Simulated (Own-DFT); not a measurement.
# Computed records: AlN (wurtzite, atoms displaced)

All values are calculated (Own-DFT development build). A calculation, not a measurement: plane-wave PBE density functional theory by an unreviewed code, no spin, of a simulated periodic cell, stress positive in tension, free energy of the whole cell less one offset for each atom, forces on such cells passed a denser k mesh, this cell's mesh not checked; offsets are fitted by least squares, one for each functional and potential file, so energies compare only between cells with the same atoms and settings and are not formation energies; the far tail of each file's local potential was reset to the Coulomb form; each entry is a single point on an unrelaxed cell, so the pressure reflects the starting lattice, mostly measured values (interpolated for alloys), from which strain is counted, and rises with the displacements; printed positions are rounded, which can move forces by about a meV/angstrom; the program, named Own-DFT, is a retired in-house code; no spin-orbit coupling.

Settings shared by all entries: functional PBE; potential files PseudoDojo norm-conserving, scalar-relativistic, standard set; wave cutoff 42 hartree; occupations Fermi-Dirac; smearing width 0.1 eV; hardware one NVIDIA H100; k mesh 2 x 2 x 2 centred on Gamma.

(1) 
```cif
# cell vector a (Å): 12.4480 0.0000 0.0000
# cell vector b (Å): -6.2240 10.7803 0.0000
# cell vector c (Å): 0.0000 0.0000 9.9640
data_AlN
_symmetry_space_group_name_H-M 'P 1'
_symmetry_Int_Tables_number 1
_cell_length_a 12.4480
_cell_length_b 12.4480
_cell_length_c 9.9640
_cell_angle_alpha 90.000
_cell_angle_beta 90.000
_cell_angle_gamma 120.000
_cell_volume 1337.10
loop_
_atom_site_label
_atom_site_type_symbol
_atom_site_fract_x
_atom_site_fract_y
_atom_site_fract_z
_atom_site_occupancy
Al1 Al 0.08459 0.16871 0.00009 1
Al2 Al 0.16749 0.08333 0.24965 1
N1 N 0.07794 0.16315 0.19085 1
N2 N 0.16532 0.08405 0.44011 1
Al3 Al 0.08200 0.16523 0.49949 1
Al4 Al 0.16807 0.08162 0.74728 1
N3 N 0.08338 0.16683 0.69215 1
N4 N 0.16537 0.08189 0.94051 1
Al5 Al 0.08426 0.41615 0.99980 1
Al6 Al 0.16777 0.33293 0.24847 1
N5 N 0.08211 0.41438 0.18963 1
N6 N 0.17043 0.33699 0.43954 1
Al7 Al 0.08371 0.41388 0.49849 1
Al8 Al 0.16963 0.33701 0.74593 1
N7 N 0.08037 0.41414 0.68989 1
N8 N 0.16690 0.33319 0.94234 1
Al9 Al 0.08130 0.66638 0.99811 1
Al10 Al 0.16596 0.58296 0.24930 1
N9 N 0.08267 0.66745 0.18957 1
N10 N 0.16580 0.58203 0.44052 1
Al11 Al 0.08303 0.66657 0.49518 1
Al12 Al 0.16763 0.58220 0.74855 1
N11 N 0.08416 0.66487 0.68971 1
N12 N 0.16471 0.57935 0.94093 1
Al13 Al 0.08476 0.91669 0.00067 1
Al14 Al 0.16763 0.83379 0.25048 1
N13 N 0.08456 0.91806 0.18799 1
N14 N 0.16689 0.83304 0.44041 1
Al15 Al 0.08445 0.91601 0.49625 1
Al16 Al 0.16737 0.83470 0.74822 1
N15 N 0.08372 0.92030 0.69192 1
N16 N 0.16354 0.83126 0.94283 1
Al17 Al 0.33167 0.16830 0.99909 1
Al18 Al 0.41727 0.08260 0.25088 1
N17 N 0.33132 0.16539 0.18897 1
N18 N 0.41495 0.08262 0.44154 1
Al19 Al 0.33446 0.16777 0.49817 1
Al20 Al 0.41705 0.08244 0.75291 1
N19 N 0.33218 0.16804 0.68900 1
N20 N 0.41719 0.08509 0.94288 1
Al21 Al 0.33336 0.41740 0.99813 1
Al22 Al 0.41781 0.33787 0.25155 1
N21 N 0.33576 0.41606 0.18575 1
N22 N 0.41942 0.33453 0.44161 1
Al23 Al 0.33292 0.41595 0.50000 1
Al24 Al 0.41901 0.33185 0.75019 1
N23 N 0.33485 0.41761 0.69037 1
N24 N 0.42118 0.33643 0.93849 1
Al25 Al 0.33424 0.66807 0.00127 1
Al26 Al 0.41866 0.58507 0.25054 1
N25 N 0.33171 0.66657 0.19191 1
N26 N 0.41579 0.58159 0.44157 1
Al27 Al 0.33403 0.66871 0.50134 1
Al28 Al 0.41509 0.58482 0.74873 1
N27 N 0.33376 0.66949 0.69177 1
N28 N 0.41452 0.58372 0.94382 1
Al29 Al 0.33584 0.91574 0.00110 1
Al30 Al 0.41577 0.83197 0.25107 1
N29 N 0.32918 0.91450 0.19167 1
N30 N 0.41472 0.83310 0.44280 1
Al31 Al 0.33020 0.91592 0.49847 1
Al32 Al 0.41399 0.83083 0.74791 1
N31 N 0.33186 0.91593 0.69249 1
N32 N 0.41970 0.83378 0.93882 1
Al33 Al 0.58357 0.16627 0.00200 1
Al34 Al 0.66773 0.08622 0.25202 1
N33 N 0.58230 0.16399 0.19107 1
N34 N 0.66227 0.08099 0.44334 1
Al35 Al 0.58597 0.16910 0.49945 1
Al36 Al 0.66871 0.08555 0.75102 1
N35 N 0.58089 0.16588 0.68969 1
N36 N 0.66516 0.08285 0.94245 1
Al37 Al 0.58651 0.41779 0.00039 1
Al38 Al 0.66698 0.33167 0.25068 1
N37 N 0.58434 0.41708 0.19049 1
N38 N 0.66631 0.33481 0.44447 1
Al39 Al 0.58191 0.41875 0.49852 1
Al40 Al 0.66323 0.33295 0.75218 1
N39 N 0.58426 0.41815 0.68951 1
N40 N 0.66435 0.33083 0.93904 1
Al41 Al 0.58144 0.66640 0.00291 1
Al42 Al 0.66607 0.58262 0.25135 1
N41 N 0.58527 0.66897 0.19301 1
N42 N 0.66703 0.58107 0.44286 1
Al43 Al 0.57966 0.66302 0.50221 1
Al44 Al 0.66730 0.58403 0.75177 1
N43 N 0.58558 0.66643 0.68895 1
N44 N 0.66872 0.58467 0.93706 1
Al45 Al 0.58077 0.91493 0.00370 1
Al46 Al 0.66491 0.83186 0.25091 1
N45 N 0.58480 0.91753 0.19196 1
N46 N 0.66832 0.83375 0.44143 1
Al47 Al 0.58086 0.91548 0.50074 1
Al48 Al 0.66741 0.83475 0.74722 1
N47 N 0.58152 0.91793 0.69079 1
N48 N 0.66753 0.83123 0.94256 1
Al49 Al 0.83259 0.16837 0.00101 1
Al50 Al 0.91612 0.08228 0.25182 1
N49 N 0.83473 0.16490 0.19217 1
N50 N 0.91211 0.07855 0.44288 1
Al51 Al 0.83444 0.16641 0.49951 1
Al52 Al 0.91810 0.08491 0.75282 1
N51 N 0.83544 0.16926 0.69279 1
N52 N 0.91734 0.08406 0.93950 1
Al53 Al 0.83245 0.41537 0.00101 1
Al54 Al 0.91372 0.32968 0.25155 1
N53 N 0.83471 0.41797 0.19056 1
N54 N 0.91274 0.32930 0.44087 1
Al55 Al 0.83242 0.41251 0.49844 1
Al56 Al 0.91749 0.33264 0.74762 1
N55 N 0.83276 0.41738 0.69496 1
N56 N 0.91692 0.33298 0.94162 1
Al57 Al 0.83412 0.66488 0.99929 1
Al58 Al 0.91610 0.58114 0.25122 1
N57 N 0.83383 0.66741 0.19176 1
N58 N 0.91917 0.58459 0.44480 1
Al59 Al 0.83453 0.67052 0.49766 1
Al60 Al 0.91695 0.58329 0.74824 1
N59 N 0.83138 0.66517 0.68945 1
N60 N 0.91862 0.58423 0.94167 1
Al61 Al 0.83213 0.91766 0.00024 1
Al62 Al 0.91729 0.83592 0.25482 1
N61 N 0.83629 0.91792 0.19267 1
N62 N 0.91755 0.83530 0.44210 1
Al63 Al 0.83096 0.91681 0.49970 1
Al64 Al 0.91405 0.83202 0.75042 1
N63 N 0.83320 0.91616 0.69047 1
N64 N 0.91823 0.83345 0.94324 1
_calc_free_energy_of_cell_above_offsets '-62.434'  # eV
_calc_pressure 3.71  # GPa
_calc_stress_xx -3.6  # GPa
_calc_stress_yy -4.02  # GPa
_calc_stress_zz -3.5  # GPa
_calc_stress_yz 0.06  # GPa
_calc_stress_xz -0.01  # GPa
_calc_stress_xy -0.32  # GPa
_calc_wall_time 375.3  # s
```

Force:
| element | x (eV/Å) | y (eV/Å) | z (eV/Å) |
| --- | --- | --- | --- |
| Al | -0.098 | -0.724 | -0.157 |
| Al | -0.444 | -0.071 | -0.273 |
| N | 0.954 | 0.836 | 0.209 |
| N | 0.472 | -0.034 | -0.05 |
| Al | -0.137 | 0.168 | 0.293 |
| Al | -0.745 | 0.754 | 0.617 |
| N | 0.159 | 0.322 | -0.428 |
| N | 0.119 | 0.513 | -0.178 |
| Al | -0.347 | -0.278 | 0.087 |
| Al | -0.138 | -0.143 | -0.296 |
| N | -0.066 | 0.193 | 0.538 |
| N | -0.258 | -1.091 | -0.069 |
| Al | -0.613 | 0.529 | 0.025 |
| Al | -0.138 | -0.978 | 0.74 |
| N | 0.739 | 0.569 | -0.353 |
| N | 0.179 | 0.235 | -0.628 |
| Al | 0.653 | -0.11 | 0.263 |
| Al | -0.293 | -0.275 | -0.097 |
| N | 0.242 | -0.282 | 0.363 |
| N | 0.271 | 0.009 | 0.009 |
| Al | 0.385 | -0.152 | 0.969 |
| Al | -0.681 | -0.073 | 0.283 |
| N | -0.131 | 0.506 | -0.15 |
| N | 0.191 | 0.954 | -0.149 |
| Al | -0.461 | -0.026 | -0.207 |
| Al | -0.836 | -0.293 | -0.473 |
| N | -0.021 | -0.288 | 1.107 |
| N | -0.205 | -0.052 | -0.153 |
| Al | -0.421 | 0.422 | 0.852 |
| Al | -0.524 | -0.549 | 0.497 |
| N | 0.269 | -1.254 | -0.757 |
| N | 1.042 | 0.46 | -0.574 |
| Al | 0.305 | -0.05 | -0.004 |
| Al | -0.725 | -0.054 | -0.182 |
| N | 0.49 | 0.761 | 0.528 |
| N | 0.379 | 0.162 | -0.219 |
| Al | -0.258 | -0.195 | 0.194 |
| Al | -0.381 | 0.161 | -0.405 |
| N | 0.764 | -0.314 | 0.105 |
| N | 0.029 | -0.423 | 0.028 |
| Al | 0.364 | -0.233 | -0.301 |
| Al | 0.58 | -1.133 | -0.476 |
| N | -0.659 | 0.53 | 0.88 |
| N | -0.82 | -0.096 | -0.341 |
| Al | 0.414 | 0.096 | 0.222 |
| Al | -0.416 | 0.503 | -0.194 |
| N | 0.032 | 0.172 | 0.024 |
| N | -0.504 | -0.311 | 0.38 |
| Al | -0.57 | -0.351 | -0.15 |
| Al | -0.359 | -0.421 | -0.198 |
| N | 0.522 | 0.031 | -0.013 |
| N | -0.299 | 0.322 | -0.121 |
| Al | -0.205 | -0.645 | -0.338 |
| Al | 0.875 | -0.05 | 0.403 |
| N | 0.206 | -0.9 | -0.385 |
| N | 0.412 | 0.157 | -0.601 |
| Al | -0.948 | 0.066 | -0.31 |
| Al | -0.143 | 0.389 | 0.034 |
| N | 1.281 | 0.413 | -0.027 |
| N | 0.113 | -0.014 | -0.307 |
| Al | 0.512 | 0.4 | 0.586 |
| Al | 0.181 | 1.16 | 0.382 |
| N | 0.179 | 0.174 | -0.389 |
| N | -0.67 | -0.3 | 0.305 |
| Al | -0.281 | -0.058 | -0.404 |
| Al | 0.416 | -0.805 | 0.023 |
| N | 0 | 0.601 | 0.238 |
| N | 0.794 | 0.524 | -0.375 |
| Al | -0.804 | -0.505 | 0.436 |
| Al | -0.426 | -0.195 | -0.102 |
| N | 0.419 | 0.216 | 0.294 |
| N | 0.256 | -0.083 | 0.029 |
| Al | -0.394 | 0.085 | -0.225 |
| Al | -0.337 | 0.353 | 0.15 |
| N | 0.083 | -0.133 | 0.184 |
| N | 0.162 | -0.215 | -0.899 |
| Al | 0.899 | -0.287 | 0.738 |
| Al | 0.611 | 0.051 | -0.749 |
| N | -0.187 | -0.147 | 0.09 |
| N | 0.367 | 0.332 | 0.831 |
| Al | 0.627 | -0.097 | -0.552 |
| Al | 0.488 | 0.323 | -0.009 |
| N | -0.207 | -0.71 | -0.123 |
| N | -0.528 | 0.825 | -0.559 |
| Al | 0.779 | 0.622 | -0.429 |
| Al | 0.048 | -0.202 | -0.662 |
| N | -0.949 | 0.093 | 0.549 |
| N | -0.384 | -0.237 | 1.155 |
| Al | 0.952 | 0.366 | -0.629 |
| Al | 0.704 | 0.853 | 0.079 |
| N | -0.531 | -0.127 | 0.335 |
| N | -0.926 | -0.651 | 0.044 |
| Al | 0.33 | 0.072 | 0.038 |
| Al | -0.15 | -0.216 | 0.502 |
| N | 0.387 | -0.191 | 0.088 |
| N | -0.816 | 0.34 | -0.294 |
| Al | 0.498 | -0.445 | -0.206 |
| Al | -0.061 | -0.301 | -0.022 |
| N | -0.806 | 0.15 | 0.022 |
| N | 0.384 | 1.23 | -0.3 |
| Al | -0.575 | -0.768 | 0.519 |
| Al | 0.068 | -0.287 | -0.476 |
| N | -0.103 | -0.703 | -0.52 |
| N | -0.371 | 0.097 | 0.591 |
| Al | 0.192 | 0.274 | -0.663 |
| Al | 0.507 | 0.563 | -0.544 |
| N | -0.174 | -0.86 | 0.312 |
| N | 0.717 | 0.411 | -0.11 |
| Al | -0.501 | 1.134 | 1.029 |
| Al | -0.749 | 0.417 | 0.827 |
| N | 0.115 | -0.616 | -0.706 |
| N | -0.1 | 0.083 | -0.124 |
| Al | -0.201 | 0.73 | 0.275 |
| Al | -0.179 | 0.849 | 0.079 |
| N | -0.046 | -0.194 | 0.279 |
| N | -0.658 | -0.64 | -0.762 |
| Al | 0.255 | -0.854 | 0.511 |
| Al | -0.002 | 0.127 | 0.1 |
| N | 0.342 | 0.461 | 0.021 |
| N | -0.519 | -0.723 | -0.327 |
| Al | 0.861 | -0.151 | 0.173 |
| Al | 0.473 | -0.371 | -1.158 |
| N | -0.89 | -0.336 | -0.088 |
| N | -0.037 | 0.052 | 0.055 |
| Al | 0.556 | -0.408 | 0.507 |
| Al | 0.484 | 0.156 | 0.275 |
| N | -0.226 | 0.398 | 0.061 |
| N | -0.449 | -0.077 | -0.39 |

(2) 
```cif
# cell vector a (Å): 12.4480 0.0000 0.0000
# cell vector b (Å): -6.2240 10.7803 0.0000
# cell vector c (Å): 0.0000 0.0000 9.9640
data_AlN
_symmetry_space_group_name_H-M 'P 1'
_symmetry_Int_Tables_number 1
_cell_length_a 12.4480
_cell_length_b 12.4480
_cell_length_c 9.9640
_cell_angle_alpha 90.000
_cell_angle_beta 90.000
_cell_angle_gamma 120.000
_cell_volume 1337.10
loop_
_atom_site_label
_atom_site_type_symbol
_atom_site_fract_x
_atom_site_fract_y
_atom_site_fract_z
_atom_site_occupancy
Al1 Al 0.08420 0.16818 0.00129 1
Al2 Al 0.16614 0.08413 0.24914 1
N1 N 0.08512 0.16974 0.18813 1
N2 N 0.16571 0.08462 0.44163 1
Al3 Al 0.08361 0.16742 0.50169 1
Al4 Al 0.16624 0.08055 0.75220 1
N3 N 0.08063 0.16475 0.69365 1
N4 N 0.16649 0.08691 0.94204 1
Al5 Al 0.08482 0.41599 0.00284 1
Al6 Al 0.16476 0.33059 0.25324 1
N5 N 0.08107 0.41561 0.19014 1
N6 N 0.16440 0.33207 0.43985 1
Al7 Al 0.08556 0.41777 0.49849 1
Al8 Al 0.16802 0.33341 0.75109 1
N7 N 0.08440 0.41788 0.68944 1
N8 N 0.16971 0.33601 0.93893 1
Al9 Al 0.08048 0.66559 0.00032 1
Al10 Al 0.16494 0.58059 0.24877 1
N9 N 0.08160 0.66341 0.19443 1
N10 N 0.16623 0.58318 0.43746 1
Al11 Al 0.08302 0.66612 0.49833 1
Al12 Al 0.16681 0.58456 0.74926 1
N11 N 0.08448 0.66901 0.69218 1
N12 N 0.16602 0.58222 0.94012 1
Al13 Al 0.08300 0.91521 0.99960 1
Al14 Al 0.16701 0.83223 0.24945 1
N13 N 0.08201 0.91637 0.18901 1
N14 N 0.16477 0.83338 0.44153 1
Al15 Al 0.08268 0.91694 0.50419 1
Al16 Al 0.16609 0.83604 0.74891 1
N15 N 0.08011 0.91628 0.69055 1
N16 N 0.16556 0.83398 0.94065 1
Al17 Al 0.33156 0.16523 0.99863 1
Al18 Al 0.41751 0.08221 0.25065 1
N17 N 0.32825 0.16474 0.19044 1
N18 N 0.41606 0.08245 0.43937 1
Al19 Al 0.33291 0.16900 0.49691 1
Al20 Al 0.41546 0.08173 0.74821 1
N19 N 0.33559 0.16602 0.68876 1
N20 N 0.41902 0.08533 0.94302 1
Al21 Al 0.33547 0.41913 0.00033 1
Al22 Al 0.41861 0.33593 0.24449 1
N21 N 0.33372 0.41848 0.18886 1
N22 N 0.41556 0.33211 0.44065 1
Al23 Al 0.33293 0.41630 0.50030 1
Al24 Al 0.41823 0.33532 0.74991 1
N23 N 0.33906 0.41884 0.68896 1
N24 N 0.41569 0.33190 0.94104 1
Al25 Al 0.33488 0.66384 0.99950 1
Al26 Al 0.41654 0.58367 0.25356 1
N25 N 0.32840 0.66544 0.18680 1
N26 N 0.41540 0.58455 0.44581 1
Al27 Al 0.33144 0.66654 0.49729 1
Al28 Al 0.41871 0.58594 0.75184 1
N27 N 0.33394 0.66616 0.69146 1
N28 N 0.42164 0.58726 0.94236 1
Al29 Al 0.33082 0.91411 0.99885 1
Al30 Al 0.41633 0.83391 0.24915 1
N29 N 0.33416 0.91661 0.19357 1
N30 N 0.41714 0.83321 0.44322 1
Al31 Al 0.33160 0.91290 0.49943 1
Al32 Al 0.41750 0.83404 0.75202 1
N31 N 0.33324 0.91585 0.69088 1
N32 N 0.41635 0.83015 0.94449 1
Al33 Al 0.58377 0.17116 0.00010 1
Al34 Al 0.67020 0.08667 0.24836 1
N33 N 0.58282 0.16663 0.19000 1
N34 N 0.66803 0.08527 0.44101 1
Al35 Al 0.58299 0.16793 0.49816 1
Al36 Al 0.66736 0.08515 0.74872 1
N35 N 0.58520 0.16738 0.69041 1
N36 N 0.66623 0.08062 0.93753 1
Al37 Al 0.58278 0.41563 0.00287 1
Al38 Al 0.66810 0.33608 0.25167 1
N37 N 0.58595 0.41845 0.19191 1
N38 N 0.66811 0.33629 0.44668 1
Al39 Al 0.58077 0.41529 0.49882 1
Al40 Al 0.66892 0.33647 0.74687 1
N39 N 0.58215 0.41385 0.69117 1
N40 N 0.66599 0.33316 0.94082 1
Al41 Al 0.58037 0.66533 0.00046 1
Al42 Al 0.66612 0.58330 0.25034 1
N41 N 0.58290 0.67115 0.18599 1
N42 N 0.67058 0.58834 0.44166 1
Al43 Al 0.58430 0.66888 0.50496 1
Al44 Al 0.66841 0.58510 0.75094 1
N43 N 0.58182 0.66379 0.69137 1
N44 N 0.66790 0.58181 0.93970 1
Al45 Al 0.57976 0.91380 0.00103 1
Al46 Al 0.66694 0.83237 0.25001 1
N45 N 0.58369 0.91475 0.19521 1
N46 N 0.66971 0.83510 0.44092 1
Al47 Al 0.58453 0.91691 0.50054 1
Al48 Al 0.66465 0.83370 0.75122 1
N47 N 0.58302 0.91664 0.68989 1
N48 N 0.66344 0.83020 0.94332 1
Al49 Al 0.83228 0.16642 0.00089 1
Al50 Al 0.91625 0.08131 0.25193 1
N49 N 0.83432 0.16585 0.18675 1
N50 N 0.91553 0.08293 0.44176 1
Al51 Al 0.83364 0.16697 0.49937 1
Al52 Al 0.91810 0.08475 0.74779 1
N51 N 0.83266 0.16654 0.69185 1
N52 N 0.91751 0.08443 0.94052 1
Al53 Al 0.83005 0.41611 0.99721 1
Al54 Al 0.91627 0.33436 0.25106 1
N53 N 0.83034 0.41358 0.19245 1
N54 N 0.91624 0.33567 0.44200 1
Al55 Al 0.83023 0.41692 0.50124 1
Al56 Al 0.91825 0.33362 0.75220 1
N55 N 0.83365 0.41658 0.69109 1
N56 N 0.91680 0.33374 0.93977 1
Al57 Al 0.83601 0.66686 0.99782 1
Al58 Al 0.91636 0.58317 0.24893 1
N57 N 0.83573 0.66777 0.19249 1
N58 N 0.91574 0.58136 0.44214 1
Al59 Al 0.83235 0.66680 0.50087 1
Al60 Al 0.91570 0.57959 0.75027 1
N59 N 0.83072 0.66500 0.68869 1
N60 N 0.91718 0.58359 0.93985 1
Al61 Al 0.83408 0.91258 0.99793 1
Al62 Al 0.91421 0.83217 0.24953 1
N61 N 0.83347 0.91688 0.19262 1
N62 N 0.91680 0.83388 0.44125 1
Al63 Al 0.83196 0.91561 0.50018 1
Al64 Al 0.91574 0.83270 0.75324 1
N63 N 0.83162 0.91560 0.68872 1
N64 N 0.92019 0.83250 0.94231 1
_calc_free_energy_of_cell_above_offsets '-62.421'  # eV
_calc_pressure 3.73  # GPa
_calc_stress_xx -4.23  # GPa
_calc_stress_yy -3.15  # GPa
_calc_stress_zz -3.81  # GPa
_calc_stress_yz -0.05  # GPa
_calc_stress_xz -0.04  # GPa
_calc_stress_xy -0.39  # GPa
_calc_wall_time 366.2  # s
```

Force:
| element | x (eV/Å) | y (eV/Å) | z (eV/Å) |
| --- | --- | --- | --- |
| Al | -0.418 | 0.149 | -0.52 |
| Al | -0.299 | -0.452 | 0.188 |
| N | -0.261 | -0.689 | 0.715 |
| N | 0.077 | -0.222 | -0.099 |
| Al | -0.262 | -0.401 | 0.129 |
| Al | -0.151 | 0.884 | -0.317 |
| N | 0.966 | 0.594 | -0.506 |
| N | 0.406 | -1.047 | -0.29 |
| Al | -0.452 | 0.095 | -0.701 |
| Al | 0.003 | 0.687 | -0.799 |
| N | 0.482 | -0.236 | 0.446 |
| N | 0.533 | 0.245 | 0.422 |
| Al | -0.789 | -0.11 | 0.284 |
| Al | 0.041 | 0.232 | -0.422 |
| N | 0.212 | -0.143 | 0.025 |
| N | -0.046 | -0.14 | 0.447 |
| Al | 0.917 | 0.019 | 0.11 |
| Al | -0.035 | 0.204 | -0.14 |
| N | -0.108 | 0.522 | -0.754 |
| N | 0.087 | 0.029 | 0.39 |
| Al | -0.258 | -0.046 | 0.264 |
| Al | 0.161 | -0.1 | 0.198 |
| N | -0.193 | -0.275 | -0.314 |
| N | -0.003 | 0.199 | 0.219 |
| Al | 0.125 | 0.966 | 0.411 |
| Al | -0.497 | 0.155 | 0.181 |
| N | 0.211 | -0.075 | 0.295 |
| N | 0.24 | -0.047 | -0.016 |
| Al | -0.201 | 0.091 | -1.024 |
| Al | 0.306 | -0.51 | 0.051 |
| N | 0.385 | 0.019 | 0.587 |
| N | 0.195 | -0.267 | -0.078 |
| Al | 0.15 | 0.13 | 0.298 |
| Al | -0.603 | 0.285 | -0.255 |
| N | 1.211 | 0.622 | -0.022 |
| N | -0.104 | 0.037 | 0.305 |
| Al | 0.381 | -0.864 | 0.318 |
| Al | 0.607 | 0.546 | 0.257 |
| N | -0.837 | 0.074 | 0.25 |
| N | -0.502 | -0.731 | -0.46 |
| Al | -0.052 | -0.238 | -0.311 |
| Al | -0.401 | -0.799 | 0.612 |
| N | -0.04 | -0.046 | 0.602 |
| N | -0.114 | 0.698 | -0.77 |
| Al | 0.021 | 0.098 | -0.053 |
| Al | 0.253 | -0.701 | 0.078 |
| N | -1.053 | -0.233 | 0.434 |
| N | 0.108 | 0.436 | 0.263 |
| Al | -0.984 | 0.161 | -0.032 |
| Al | -0.351 | 0.413 | -0.407 |
| N | 0.961 | 0.071 | 0.934 |
| N | 0.566 | -0.2 | -0.791 |
| Al | 0.085 | 0.173 | 0.719 |
| Al | -0.191 | -0.492 | -0.324 |
| N | -0.218 | 0.252 | -0.106 |
| N | -0.707 | -1.188 | -0.569 |
| Al | 0.488 | 0.539 | 0.392 |
| Al | 0.315 | -0.405 | 0.257 |
| N | -0.349 | -0.155 | -0.634 |
| N | 0.019 | -0.129 | -0.531 |
| Al | -0.144 | 0.715 | 0.001 |
| Al | -0.026 | -0.305 | -0.169 |
| N | -0.178 | -0.049 | 0.145 |
| N | -0.638 | 0.269 | -0.57 |
| Al | 0.778 | -1.146 | -0.207 |
| Al | -0.264 | -0.719 | 0.19 |
| N | 0.096 | 0.531 | 0.323 |
| N | -0.132 | -0.155 | -0.243 |
| Al | 0.141 | -0.312 | 0.41 |
| Al | 0.075 | -0.326 | 0.086 |
| N | -0.499 | 0.06 | -0.105 |
| N | -0.561 | 0.356 | 0.792 |
| Al | 0 | 0.179 | -0.791 |
| Al | 0.024 | -0.784 | 0.353 |
| N | -0.366 | -0.13 | 0.024 |
| N | -0.598 | -0.541 | -1.119 |
| Al | 0.104 | 0.748 | 0.463 |
| Al | -0.212 | -0.891 | 0.367 |
| N | -0.048 | 0.931 | -0.247 |
| N | -0.186 | 0.456 | -0.318 |
| Al | 1.342 | 0.37 | -0.212 |
| Al | -0.025 | 0.895 | -0.035 |
| N | 0.482 | -1.292 | 1.195 |
| N | -0.967 | -1.103 | -0.279 |
| Al | 0.041 | -0.113 | -0.681 |
| Al | -0.251 | -0.841 | -0.226 |
| N | 0.159 | 0.812 | 0.408 |
| N | -0.295 | 0.286 | 0.552 |
| Al | 0.66 | 0.68 | 0.37 |
| Al | -0.061 | 0.462 | 0.148 |
| N | -0.383 | 0.583 | -0.525 |
| N | -0.683 | -0.542 | 0.034 |
| Al | -0.112 | 0.212 | -0.323 |
| Al | 0.369 | -0.126 | 0.021 |
| N | -0.071 | 0.047 | 0.213 |
| N | 0.538 | 0.454 | -0.47 |
| Al | 0.186 | -0.221 | -0.809 |
| Al | -0.001 | 0.496 | -0.449 |
| N | 0.006 | 0.347 | 0.992 |
| N | 0.297 | 0.159 | -0.028 |
| Al | -0.145 | 0.347 | 0.331 |
| Al | -0.707 | -0.549 | 0.585 |
| N | 0.316 | 0.262 | -0.358 |
| N | 0.144 | -0.522 | 0.012 |
| Al | 0.808 | -0.088 | 0.538 |
| Al | 0.041 | -0.467 | -0.045 |
| N | 0.167 | 0.728 | -0.604 |
| N | 0.269 | -0.287 | -0.131 |
| Al | 1.039 | 0.205 | 0.08 |
| Al | -0.046 | -0.14 | -0.542 |
| N | 0.248 | -0.1 | 0.162 |
| N | -0.059 | 0.102 | 0.508 |
| Al | -0.565 | -0.329 | 0.594 |
| Al | -0.034 | -0.376 | 0.609 |
| N | -0.551 | -0.459 | -0.641 |
| N | -0.233 | 0.423 | -0.202 |
| Al | 0.7 | 0.3 | -0.269 |
| Al | -0.128 | 0.939 | -0.438 |
| N | 0.701 | 0.326 | 0.774 |
| N | -0.147 | -0.324 | 0.094 |
| Al | -0.832 | 0.931 | 0.381 |
| Al | 0.578 | 0.39 | 0.409 |
| N | 0.087 | -0.256 | -0.571 |
| N | 0.075 | -0.037 | 0.008 |
| Al | 0.517 | 0.226 | -0.041 |
| Al | -0.336 | -0.22 | -0.791 |
| N | 0.142 | 0.008 | 0.809 |
| N | -0.68 | -0.164 | -0.381 |
